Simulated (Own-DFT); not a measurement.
AlN (wurtzite, strained, atoms displaced) (calculated)

All values are calculated (Own-DFT development build). A calculation, not a measurement: plane-wave PBE density functional theory by an unreviewed code, no spin, of a simulated periodic cell, stress positive in tension, free energy of the whole cell less one offset for each atom, forces on such cells passed a denser k mesh, this cell's mesh not checked; offsets are fitted by least squares, one for each functional and potential file, so energies compare only between cells with the same atoms and settings and are not formation energies; the far tail of each file's local potential was reset to the Coulomb form; each entry is a single point on an unrelaxed cell, so the pressure reflects the starting lattice, mostly measured values (interpolated for alloys), from which strain is counted, and rises with the displacements; printed positions are rounded, which can move forces by about a meV/angstrom; the program, named Own-DFT, is a retired in-house code; no spin-orbit coupling.

Common to all runs: functional PBE; potential files PseudoDojo norm-conserving, scalar-relativistic, standard set; wave cutoff 42 hartree; occupations Fermi-Dirac; smearing width 0.1 eV; hardware one NVIDIA H100; k mesh 2 x 2 x 2 centred on Gamma.

(1) AlN (wurtzite, strained, atoms displaced)

```
AlN
1.0
     12.6377     0.2223     0.2046
     -6.1264    10.5431    -0.1248
      0.1638    -0.0208    10.1581
Al N Al N Al N Al N Al N Al N Al N Al N Al N Al N Al N Al N Al N Al N Al N Al N Al N Al N Al N Al N Al N Al N Al N Al N Al N Al N Al N Al N Al N Al N Al N Al N
2 2 2 2 2 2 2 2 2 2 2 2 2 2 2 2 2 2 2 2 2 2 2 2 2 2 2 2 2 2 2 2 2 2 2 2 2 2 2 2 2 2 2 2 2 2 2 2 2 2 2 2 2 2 2 2 2 2 2 2 2 2 2 2
Direct
  0.08639 0.16135 0.00199
  0.16196 0.07555 0.25020
  0.08364 0.16651 0.18534
  0.16449 0.07605 0.43722
  0.08468 0.16493 0.50802
  0.17102 0.08805 0.74428
  0.08881 0.17088 0.69328
  0.17006 0.08301 0.93118
  0.08573 0.42501 0.98983
  0.17133 0.34046 0.25182
  0.08404 0.41414 0.19207
  0.16830 0.33506 0.45007
  0.07787 0.41598 0.49882
  0.16548 0.32916 0.74605
  0.08527 0.41559 0.68817
  0.16810 0.33324 0.94319
  0.08331 0.67599 0.00009
  0.16721 0.57702 0.24982
  0.08152 0.66787 0.18415
  0.17180 0.58718 0.43929
  0.08662 0.67307 0.50786
  0.16538 0.58751 0.75212
  0.08829 0.67056 0.68583
  0.17235 0.59375 0.94124
  0.07976 0.92104 0.99077
  0.16817 0.83104 0.25739
  0.07988 0.91167 0.20192
  0.17304 0.83339 0.43727
  0.08009 0.91529 0.50599
  0.16896 0.83893 0.74817
  0.08795 0.92353 0.69434
  0.16816 0.83475 0.94185
  0.33274 0.16438 0.99774
  0.42404 0.09306 0.24525
  0.33099 0.16431 0.20148
  0.42332 0.08213 0.43703
  0.33534 0.16466 0.50117
  0.41978 0.08201 0.75841
  0.33387 0.16728 0.69726
  0.41941 0.08235 0.94235
  0.33848 0.41889 0.00049
  0.41278 0.33531 0.25043
  0.33480 0.41431 0.18285
  0.41860 0.34048 0.43975
  0.33703 0.41394 0.49626
  0.42590 0.34183 0.75010
  0.33276 0.41541 0.68538
  0.42153 0.33239 0.94280
  0.33041 0.66124 0.99346
  0.41298 0.57598 0.23908
  0.33644 0.66964 0.18516
  0.41671 0.58373 0.43490
  0.33504 0.66860 0.50305
  0.41279 0.57993 0.75614
  0.33849 0.67019 0.68640
  0.42334 0.58252 0.93382
  0.33273 0.91148 0.00572
  0.41985 0.83254 0.24900
  0.33420 0.91271 0.18623
  0.41481 0.83353 0.44332
  0.33491 0.92313 0.49807
  0.42095 0.82894 0.75974
  0.32891 0.91802 0.69399
  0.42220 0.84074 0.94125
  0.58756 0.16569 0.00082
  0.66300 0.08515 0.24343
  0.58279 0.16920 0.18138
  0.66642 0.07557 0.43368
  0.58685 0.17292 0.50075
  0.66480 0.08646 0.74964
  0.58067 0.17045 0.68385
  0.66950 0.08238 0.94889
  0.57968 0.41633 0.00021
  0.66450 0.33083 0.25305
  0.57944 0.41383 0.19572
  0.66951 0.33110 0.44527
  0.59206 0.42483 0.49232
  0.67215 0.33591 0.75807
  0.58446 0.42160 0.68854
  0.66313 0.33253 0.94744
  0.58640 0.67243 0.98914
  0.66927 0.58468 0.25637
  0.58398 0.67184 0.19535
  0.66233 0.57961 0.43825
  0.59035 0.67194 0.49716
  0.67296 0.58137 0.74216
  0.57856 0.66330 0.68318
  0.66718 0.58858 0.93481
  0.57379 0.90423 0.99715
  0.65636 0.83494 0.24646
  0.58534 0.92189 0.18845
  0.66521 0.83750 0.43896
  0.58203 0.91538 0.49656
  0.66921 0.83337 0.74453
  0.58811 0.92081 0.69205
  0.66714 0.82590 0.95140
  0.83786 0.16510 0.00048
  0.90988 0.08960 0.25559
  0.83020 0.16538 0.19547
  0.91896 0.07964 0.43518
  0.83707 0.16506 0.49845
  0.90617 0.06902 0.74865
  0.83483 0.16330 0.69080
  0.91400 0.07675 0.94015
  0.83505 0.42373 0.00559
  0.91598 0.33208 0.24176
  0.83867 0.41662 0.18514
  0.91644 0.32999 0.43754
  0.83389 0.42061 0.50194
  0.91621 0.33545 0.74629
  0.83384 0.42619 0.69186
  0.91678 0.33381 0.93663
  0.83305 0.66110 0.00664
  0.91819 0.59011 0.25828
  0.83389 0.66080 0.18561
  0.91623 0.58184 0.44367
  0.82937 0.66129 0.49378
  0.91801 0.58069 0.75816
  0.83216 0.66400 0.69297
  0.91355 0.58353 0.94528
  0.82999 0.90869 0.00473
  0.91549 0.83165 0.25686
  0.83910 0.92074 0.19738
  0.91379 0.83207 0.44520
  0.83705 0.91680 0.50305
  0.91596 0.82800 0.75098
  0.82508 0.91567 0.69649
  0.91772 0.82765 0.94032
```

- free energy of cell above offsets: -53.136 eV
- pressure: 1.23 GPa
- stress xx: 2.38 GPa
- stress yy: -8.73 GPa
- stress zz: 2.67 GPa
- stress yz: -0.24 GPa
- stress xz: 3.67 GPa
- stress xy: 5.63 GPa
- wall time: 404.5 s

Force:
```csv
element,x (eV/Å),y (eV/Å),z (eV/Å)
Al,-1.546,0.918,-0.405
Al,-0.374,1.421,0.338
N,-0.122,0.078,1.257
N,0.212,1.17,1.242
Al,-0.137,0.248,-1.331
Al,0.158,0.608,0.822
N,-1.269,-2.808,-0.727
N,0.215,0.417,0.884
Al,0.303,-1.698,1.082
Al,0.251,-2.009,0.154
N,-0.598,0.095,-1.07
N,0.321,-0.345,-1.543
Al,0.99,0.503,0.078
Al,0.435,2.073,1.073
N,-1.284,0.61,0.547
N,0.318,0.628,-0.781
Al,0.004,-1.24,0.769
Al,-0.707,1.987,0.103
N,0.388,-0.702,1.4
N,-0.799,-0.461,0.186
Al,0.691,-1.024,-1.905
Al,1.508,-0.281,-0.839
N,-1.362,-0.429,1.824
N,-0.563,-0.66,-0.893
Al,1.092,-1.159,1.556
Al,0.145,0.415,-1.706
N,0.055,-0.635,-1.655
N,-1.278,0.443,1.549
Al,0.731,-0.22,-0.815
Al,0.439,-0.131,0.975
N,-1.205,-1.86,-0.79
N,-0.216,1.127,-0.914
Al,0.01,-0.096,0.654
Al,-0.29,-2.063,0.518
N,-0.565,0.235,-1.743
N,-0.515,1.768,-0.296
Al,-0.364,0.435,-0.073
Al,-0.889,0.321,-0.914
N,0.876,0.464,-1.081
N,0.437,-0.043,0.505
Al,-0.772,-1.28,-0.971
Al,1.164,-0.643,0.514
N,-0.911,-0.174,0.39
N,2.68,-1.905,-0.594
Al,-2.549,1.904,1.279
Al,-1.106,-1.109,-0.121
N,0.155,-0.11,0.958
N,-0.651,0.241,-0.508
Al,0.563,1.229,1.156
Al,0.443,2.406,1.893
N,-0.167,-1.563,-0.62
N,0.603,-0.062,-0.249
Al,0.231,-0.594,-0.902
Al,0.654,0.075,-2.81
N,-0.781,-0.967,1.712
N,-1.029,0.47,1.333
Al,-1.235,1.02,-0.6
Al,-0.646,0.516,0.739
N,-0.312,0.706,1.316
N,0.666,0.477,-0.727
Al,0.655,-1.37,0.949
Al,-0.915,1.562,-2.058
N,1.508,-0.156,-0.52
N,-0.117,-2.467,-0.361
Al,-1.075,-0.183,-0.473
Al,0.586,0.254,0.891
N,0.351,0.054,1.548
N,-0.396,2.329,0.352
Al,0.462,-2.697,-0.183
Al,0.762,0.076,0.434
N,0.983,-0.018,1.639
N,0.425,-0.378,-1.393
Al,0.276,0.825,0.653
Al,0.645,0.843,-0.669
N,0.271,0.536,-0.289
N,0.022,2.004,-1.41
Al,-1.534,-3.267,1.753
Al,-1.398,-0.007,-0.575
N,1.386,-1.254,-0.703
N,1.331,0.8,-0.985
Al,0.183,-3.795,2.394
Al,-1.105,0.042,-2.003
N,0.34,-1.838,-1.285
N,1.827,2.526,-0.238
Al,-2.578,-0.66,-0.066
Al,-2.062,1.11,1.394
N,0.921,0.469,0.925
N,1.467,-1.155,0.398
Al,1.732,2.501,1.013
Al,2.59,0.628,1.031
N,-1.219,-1.045,-0.825
N,1.968,-0.454,-0.108
Al,-1.146,-0.066,0.985
Al,-1.746,-1.281,0.961
N,-0.672,-0.85,0.063
N,-0.588,3.945,-2.514
Al,-0.878,-0.055,0.074
Al,2.931,-1.204,-0.963
N,-0.818,0.408,-1.5
N,0.369,0.801,1.88
Al,-1.079,-0.735,0.137
Al,0.87,4.257,1.788
N,-0.972,0.486,-0.466
N,0.981,-0.017,-0.261
Al,0.143,-2.084,-0.571
Al,0.508,0.6,1.135
N,-1.598,0.403,1.683
N,-0.493,0.913,0.161
Al,0.661,-1.536,0.032
Al,0.746,-0.426,0.348
N,0.795,-2.276,-0.432
N,0.064,0.708,0.242
Al,-2.053,0.906,-1.217
Al,1.724,-1.28,-1.421
N,-1.207,0.656,2.208
N,0.47,1.123,-0.438
Al,-0.356,0.707,1.634
Al,-0.279,2.086,-0.334
N,1.088,0.231,-1.309
N,1.962,0.413,-1.296
Al,0.156,0.827,0.719
Al,-0.185,0.721,-0.876
N,-1.226,-1.089,-0.755
N,1.24,-0.919,0.107
Al,-2.25,0.074,-0.453
Al,-0.255,0.921,0.373
N,2.676,-2.26,-1.968
N,-0.368,0.337,-0.21
```

(2) AlN (wurtzite, strained, atoms displaced)

```
AlN
1.0
     12.5904     0.1469     0.2188
     -6.1679    10.5158    -0.1490
      0.1751    -0.0366     9.8389
Al N Al N Al N Al N Al N Al N Al N Al N Al N Al N Al N Al N Al N Al N Al N Al N Al N Al N Al N Al N Al N Al N Al N Al N Al N Al N Al N Al N Al N Al N Al N Al N
2 2 2 2 2 2 2 2 2 2 2 2 2 2 2 2 2 2 2 2 2 2 2 2 2 2 2 2 2 2 2 2 2 2 2 2 2 2 2 2 2 2 2 2 2 2 2 2 2 2 2 2 2 2 2 2 2 2 2 2 2 2 2 2
Direct
  0.08510 0.17086 0.99347
  0.16916 0.09150 0.25608
  0.08865 0.16995 0.18101
  0.16544 0.07965 0.43858
  0.08116 0.16419 0.50827
  0.16873 0.07792 0.74494
  0.08642 0.16453 0.68694
  0.16858 0.08495 0.93449
  0.08775 0.41348 0.00811
  0.16012 0.33640 0.24985
  0.08084 0.41751 0.20710
  0.16426 0.33114 0.44363
  0.08141 0.41079 0.49732
  0.16933 0.33633 0.75253
  0.08351 0.41430 0.68692
  0.17537 0.33890 0.94564
  0.08141 0.66487 0.00139
  0.16519 0.57999 0.24043
  0.08475 0.66969 0.19859
  0.16837 0.58808 0.44075
  0.08239 0.66563 0.50429
  0.16624 0.59042 0.74226
  0.07709 0.66493 0.69302
  0.16420 0.58237 0.94216
  0.07981 0.92167 0.99073
  0.16360 0.82712 0.25661
  0.08448 0.91194 0.19159
  0.16344 0.83263 0.44521
  0.07460 0.90852 0.50048
  0.17306 0.83826 0.75009
  0.08240 0.91529 0.69155
  0.16593 0.83211 0.95293
  0.33856 0.17130 0.00387
  0.41493 0.07944 0.25330
  0.33021 0.16658 0.19992
  0.41507 0.08216 0.43682
  0.32610 0.16368 0.49966
  0.42533 0.08952 0.75153
  0.33394 0.17106 0.68628
  0.42242 0.08023 0.94261
  0.33251 0.41257 0.00058
  0.41123 0.32586 0.25677
  0.32427 0.41585 0.18699
  0.42067 0.34147 0.43804
  0.33292 0.40927 0.50196
  0.41733 0.33474 0.75428
  0.33399 0.41751 0.69577
  0.42056 0.33426 0.94025
  0.33714 0.66289 0.00914
  0.41776 0.58464 0.24788
  0.32766 0.66370 0.18829
  0.41802 0.58336 0.44040
  0.33679 0.66954 0.50204
  0.41711 0.57953 0.75585
  0.33214 0.66331 0.69457
  0.41923 0.59217 0.94834
  0.33494 0.91632 0.00162
  0.41478 0.82885 0.24351
  0.32802 0.91456 0.19235
  0.41594 0.83163 0.44242
  0.32491 0.91900 0.49898
  0.41437 0.82948 0.74441
  0.33552 0.91717 0.68886
  0.41617 0.83810 0.93726
  0.57923 0.16812 0.00421
  0.66248 0.07625 0.25589
  0.58320 0.16123 0.18538
  0.66601 0.08657 0.44423
  0.59040 0.17467 0.51186
  0.66340 0.08350 0.74187
  0.58834 0.16618 0.68833
  0.66733 0.08142 0.95066
  0.57813 0.41807 0.00092
  0.66693 0.33654 0.25435
  0.58424 0.42187 0.18407
  0.67535 0.33640 0.44342
  0.57679 0.41634 0.50516
  0.66577 0.33450 0.75917
  0.58244 0.41167 0.68830
  0.67004 0.34083 0.93539
  0.58568 0.67238 0.99861
  0.67479 0.59459 0.25095
  0.58578 0.66411 0.19696
  0.65805 0.57830 0.44428
  0.58315 0.66453 0.49845
  0.66084 0.58613 0.75219
  0.58968 0.66283 0.68669
  0.66232 0.58038 0.94326
  0.58098 0.91659 0.99783
  0.66967 0.83018 0.25744
  0.58207 0.92122 0.19165
  0.66481 0.83341 0.44481
  0.57214 0.90381 0.49727
  0.66780 0.82968 0.74503
  0.58145 0.91578 0.69813
  0.67520 0.82820 0.93921
  0.83231 0.16783 0.00179
  0.91243 0.08751 0.25075
  0.83756 0.16906 0.20191
  0.90911 0.07213 0.44218
  0.82779 0.16566 0.49915
  0.91820 0.08520 0.74564
  0.83815 0.16503 0.69713
  0.92031 0.08554 0.94577
  0.82406 0.40767 0.00897
  0.92191 0.33626 0.24694
  0.82941 0.41448 0.19613
  0.91127 0.33412 0.43542
  0.83552 0.41456 0.49550
  0.91999 0.33972 0.74658
  0.84125 0.41065 0.68268
  0.91632 0.32965 0.93833
  0.83406 0.66611 0.00119
  0.91410 0.58156 0.25511
  0.83329 0.66203 0.18613
  0.91671 0.58548 0.44426
  0.83758 0.66813 0.50316
  0.91842 0.59328 0.74749
  0.82903 0.66596 0.68664
  0.92006 0.58354 0.94210
  0.83646 0.92319 0.99872
  0.91723 0.83507 0.25192
  0.83162 0.91891 0.18275
  0.91813 0.84145 0.43219
  0.84113 0.91986 0.50452
  0.91570 0.83909 0.74588
  0.83476 0.91967 0.68992
  0.91454 0.83597 0.93640
```

* free energy of cell above offsets: -51.433 eV
* pressure: 9.78 GPa
* stress xx: -4.32 GPa
* stress yy: -12.31 GPa
* stress zz: -12.71 GPa
* stress yz: -0.77 GPa
* stress xz: 4.25 GPa
* stress xy: 4.38 GPa
* wall time: 371.3 s

Force:
```csv
element,x (eV/Å),y (eV/Å),z (eV/Å)
Al,0.287,-1.03,0.368
Al,-0.663,-2.133,-1.856
N,-1.289,-0.218,1.655
N,-0.514,0.359,1.754
Al,-0.464,-0.321,-2.649
Al,-0.507,1.75,0.37
N,-0.181,0.159,2.394
N,0.802,1.094,0.263
Al,-2.055,0.785,-1.141
Al,2.416,-1.229,0.597
N,0.329,-0.658,-2.836
N,1.33,-0.511,-0.456
Al,-1.46,1.471,0.009
Al,-0.591,-0.21,-0.464
N,0.306,0.537,0.647
N,-0.678,-0.506,-1.163
Al,-0.255,0.09,0.599
Al,-0.872,2.543,2.309
N,-0.352,-2.843,-1.064
N,0.856,-0.849,0.108
Al,-0.131,-0.359,-0.915
Al,0.621,-1.764,1.289
N,0.997,1.511,-0.21
N,1.352,-0.279,0.283
Al,0.91,-1.428,1.94
Al,-0.369,2.194,-0.956
N,-1.199,1.133,-0.051
N,0.183,-0.126,0.361
Al,0.504,1.347,-0.601
Al,-0.624,-0.843,1.147
N,-0.026,-0.996,-0.427
N,0.176,1.13,-2.308
Al,-0.607,-1.803,-0.01
Al,0.358,0.576,-1.049
N,1.052,-0.824,-1.472
N,0.231,1.212,1.847
Al,1.116,0.399,-0.846
Al,-0.932,-0.846,-0.483
N,0.857,-0.935,0.933
N,-1.688,1.532,-0.441
Al,0.266,1.339,0.334
Al,0.147,3.133,-1.83
N,1.231,-0.121,1.169
N,0.609,-2.258,1.14
Al,-2.224,1.965,-0.039
Al,0.246,-0.025,-1.049
N,0.424,-0.823,-0.246
N,-0.576,-0.103,0.283
Al,-3.553,1.81,-2.592
Al,0.109,-0.588,0.415
N,1.234,-0.173,1.502
N,-0.079,-0.318,0.36
Al,-0.819,-1.652,-0.355
Al,-0.329,1.731,-0.423
N,0.355,-0.261,-0.48
N,2.723,-2.134,-1.185
Al,-1.418,-0.698,0.406
Al,-0.669,1.389,0.986
N,0.916,-0.522,0.445
N,-1.159,0.464,-0.769
Al,1.645,-0.511,-0.235
Al,0.134,0.892,1.141
N,-0.439,0.459,0.217
N,1.483,-1.503,0.648
Al,1.748,-0.044,-0.973
Al,0.033,2.75,-0.329
N,-0.895,1.013,2.219
N,0.133,-1.391,0.577
Al,-0.931,-0.907,-3.546
Al,2.508,-0.072,2.128
N,-1.613,0.752,2.373
N,-0.32,1.345,-1.749
Al,1.189,0.117,-0.1
Al,-0.651,-0.909,-0.459
N,-0.077,-1.128,2.172
N,-2.16,0.101,-0.036
Al,1.817,-0.312,-1.157
Al,1.496,0.688,-3.354
N,-0.661,0.388,1.587
N,-0.457,-1.279,2.719
Al,0.398,-1.575,1.304
Al,-0.082,-2.535,0.3
N,-1.466,0.808,-1.098
N,2.527,1.25,-0.895
Al,-1.08,0.056,-0.226
Al,3.122,-1.625,0.454
N,-3.455,0.661,0.196
N,0.497,1.154,-0.666
Al,0.593,-0.603,-0.186
Al,-0.823,1.222,-1.344
N,0.841,-3.216,-0.191
N,1.44,-0.124,0.346
Al,0.413,2.596,0.97
Al,-0.456,0.998,0.662
N,0.393,-1.182,-1.327
N,-1.832,2.145,-0.717
Al,0.044,-0.872,0.196
Al,2.712,-1.206,-0.061
N,-1.953,-0.145,-1.696
N,0.399,3.832,-0.498
Al,0.824,-0.1,0.315
Al,0.545,0.362,1.394
N,-1.909,0.414,-1.388
N,-0.062,1.097,-1.398
Al,1.193,1.597,-1.546
Al,-2.439,-0.656,0.89
N,0.752,-0.023,-0.166
N,2.957,-0.805,0.34
Al,-1.227,1.027,0.93
Al,1.54,-1.45,0.997
N,-3.543,1.862,0.888
N,0.301,1.248,1.383
Al,-0.373,0.025,-1.212
Al,0.706,0.709,-0.735
N,-0.16,1.111,1.568
N,0.713,0.051,-0.125
Al,-2.056,-0.321,-1.251
Al,-0.083,-2.452,0.807
N,-0.092,0.632,1.299
N,-0.837,-0.563,-0.165
Al,-0.155,-1.235,-0.321
Al,0.42,0.563,-2.829
N,0.338,-0.579,2.154
N,0.959,-2.128,2.337
Al,-2.457,-1.736,-0.258
Al,0.505,-1.013,0.922
N,-0.051,-0.673,0.163
N,0.812,-0.319,0.093
```
